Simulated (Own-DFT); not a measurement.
# Computed records: Al$_{32}$O$_{47}$ (corundum with one vacancy, atoms displaced)

A calculation, not a measurement: plane-wave PBE density functional theory by an unreviewed code, no spin, of a simulated periodic cell, stress positive in tension, free energy of the whole cell less one offset for each atom, defect cell not probed for a lower state with spin; oxygen file: force components 24 meV/angstrom off all-electron in one glass; forces on such cells passed a denser k mesh, this cell's mesh not checked; offsets are fitted by least squares, one for each functional and potential file, so energies compare only between cells with the same atoms and settings and are not formation energies; the far tail of each file's local potential was reset to the Coulomb form; each entry is a single point on an unrelaxed cell, so the pressure reflects the starting lattice, mostly measured values, from which strain is counted, and rises with the displacements; printed positions are rounded, which can move forces by about a meV/angstrom; the program is a retired in-house code; no spin-orbit coupling; before rounding, a Quantum ESPRESSO 7.3.1 run of the same cell and cutoff gave forces within 1 meV/angstrom rms on each cell, which checks the program and not the settings. Program: Own-DFT development build.

Al$_{32}$O$_{47}$ (corundum with one vacancy, atoms displaced)

```
Al32O47
1.0
      5.4940     0.0000     8.6604
     -2.7470     4.7579     8.6604
     -2.7470    -4.7579     8.6604
Al O Al O Al O Al O Al O Al O Al O Al O
4 6 4 6 4 5 4 6 4 6 4 6 4 6 4 6
Direct
  0.17703 0.17579 0.17117
  0.32561 0.31843 0.32894
  0.43147 0.42333 0.42217
  0.07158 0.07520 0.07276
  0.27976 0.46871 0.12373
  0.47452 0.12527 0.27924
  0.12535 0.27692 0.46821
  0.22449 0.02414 0.37461
  0.03121 0.37335 0.22620
  0.37913 0.20997 0.03224
  0.17523 0.17760 0.67606
  0.31938 0.31706 0.82913
  0.42477 0.43315 0.91905
  0.07016 0.06675 0.58177
  0.27997 0.47502 0.61987
  0.47001 0.12750 0.77543
  0.11674 0.28338 0.97858
  0.22234 0.03117 0.87426
  0.03009 0.37690 0.72092
  0.37101 0.21982 0.53036
  0.17711 0.67312 0.17254
  0.32377 0.82262 0.32612
  0.42193 0.92925 0.42505
  0.06946 0.57974 0.07313
  0.46703 0.62456 0.27584
  0.12503 0.77415 0.47513
  0.22300 0.52275 0.37258
  0.02572 0.86851 0.22982
  0.36936 0.72972 0.02389
  0.16852 0.67661 0.67878
  0.32338 0.81751 0.82991
  0.42718 0.92597 0.92017
  0.07171 0.56946 0.57851
  0.28031 0.97208 0.62217
  0.47150 0.62504 0.77940
  0.12670 0.77357 0.97356
  0.22074 0.53120 0.87410
  0.02729 0.87523 0.72434
  0.37319 0.72490 0.52748
  0.67464 0.17860 0.17530
  0.82904 0.32179 0.31878
  0.92576 0.42960 0.42275
  0.57013 0.07196 0.07984
  0.77598 0.47633 0.12536
  0.97290 0.12049 0.28138
  0.61884 0.27712 0.47155
  0.71701 0.02904 0.37491
  0.52811 0.36839 0.22460
  0.87365 0.22785 0.02491
  0.67306 0.17074 0.68275
  0.81746 0.32532 0.82508
  0.92482 0.42608 0.92735
  0.57582 0.07588 0.57358
  0.76738 0.47047 0.63277
  0.97128 0.12768 0.77614
  0.62523 0.27996 0.96716
  0.71820 0.03336 0.87247
  0.52481 0.37604 0.72512
  0.87425 0.21427 0.52964
  0.67526 0.67677 0.17670
  0.82019 0.82872 0.32390
  0.92029 0.92576 0.42857
  0.57356 0.57414 0.07102
  0.78579 0.96249 0.12198
  0.97081 0.62286 0.27985
  0.63241 0.77786 0.46493
  0.71303 0.53122 0.38007
  0.52935 0.87340 0.22124
  0.87816 0.72026 0.02598
  0.67537 0.67673 0.67158
  0.82353 0.82900 0.82231
  0.92220 0.93013 0.92559
  0.57637 0.57551 0.57999
  0.78090 0.97719 0.61729
  0.97836 0.62479 0.77481
  0.62294 0.77845 0.97005
  0.71603 0.52832 0.87774
  0.53015 0.87343 0.71920
  0.87591 0.72396 0.53154
```

It was run with functional PBE, potential files PseudoDojo norm-conserving, scalar-relativistic, standard set, wave cutoff 72 hartree, occupations Fermi-Dirac, smearing width 0.1 eV and k mesh 3 x 3 x 3 centred on Gamma.

Results for Al$_{32}$O$_{47}$ (corundum with one vacancy, atoms displaced): free energy of cell above offsets -56.493 eV; pressure 7.29 GPa; stress xx -6.93 GPa; stress yy -7.7 GPa; stress zz -7.22 GPa; stress yz -0.46 GPa; stress xz -0.07 GPa; stress xy -0.54 GPa.

Force:
```csv
element,x (eV/Å),y (eV/Å),z (eV/Å)
Al,-0.055,-1.404,0.555
Al,-0.649,0.82,-0.345
Al,-1.52,0.152,-0.265
Al,0.484,-1.017,0.355
O,0.097,0.154,0.189
O,0.613,-0.24,-0.823
O,-0.498,-0.539,0.222
O,-0.586,0.368,0.128
O,-0.185,0.389,-0.987
O,-0.786,1.075,-0.39
Al,0.164,0.044,-0.586
Al,0.203,1.523,0.918
Al,-0.174,-1.433,-0.606
Al,0.623,1.967,0.361
O,0.018,-1.107,-0.062
O,0.367,-0.483,-0.197
O,0.657,0.09,-0.175
O,-0.26,0.17,-0.583
O,-0.549,-0.762,-0.641
O,0.548,-0.054,0.545
Al,-0.479,-0.916,0.62
Al,-0.263,0.465,-0.73
Al,0.346,-0.524,-0.078
Al,1.016,-0.934,-0.076
O,0.456,0.342,0.398
O,-0.423,0.646,-0.103
O,-0.426,0.043,0.429
O,0.193,1.233,0.059
O,0.704,-0.935,0.087
Al,1.669,0.312,0.375
Al,-0.056,1.519,-0.068
Al,-1.125,-0.631,0.704
Al,1.176,1.468,0.553
O,-0.565,-0.818,0.313
O,0.004,0.634,0.234
O,-0.598,0.702,-0.099
O,-0.009,-0.502,-0.142
O,-0.357,-0.481,-0.284
O,0.227,-0.533,0.381
Al,0.281,-0.064,-0.337
Al,-1.097,-0.784,0.584
Al,0.103,-0.977,-0.475
Al,0.453,0.484,0.045
O,0.453,-0.155,-0.355
O,0.002,0.587,-0.42
O,1.224,0.053,1.046
O,0.48,0.046,0.23
O,-0.04,1.116,0.681
O,0.032,-0.734,-0.279
Al,-0.258,2.088,0.24
Al,0.53,0.031,0.527
Al,-0.439,0.721,-0.041
Al,-0.447,0.145,-0.962
O,1.376,0.611,0.51
O,-0.147,-0.396,0.052
O,-0.344,-0.972,0.024
O,0.407,-1.317,0.342
O,0.264,-0.106,-0.281
O,-0.349,0.468,0.431
Al,-0.115,-0.254,-0.239
Al,1.241,-0.255,0.077
Al,1.539,-0.053,0.337
Al,-0.921,-0.296,0.29
O,-1.535,0.567,0.635
O,-0.321,0.541,0.307
O,-1.23,-0.67,-0.297
O,1.06,-0.081,-0.061
O,0.048,0.058,0.169
O,-0.941,0.41,-0.494
Al,0,-0.049,1.17
Al,0.156,-0.513,-0.715
Al,0.855,-0.166,-0.065
Al,-0.484,0.638,-2.431
O,-0.865,-1.236,0.306
O,-1.458,-0.69,-0.436
O,0.565,0.247,0.486
O,0.691,0.396,-0.005
O,-0.221,0.216,0.264
O,-0.552,-0.463,-1.047
```
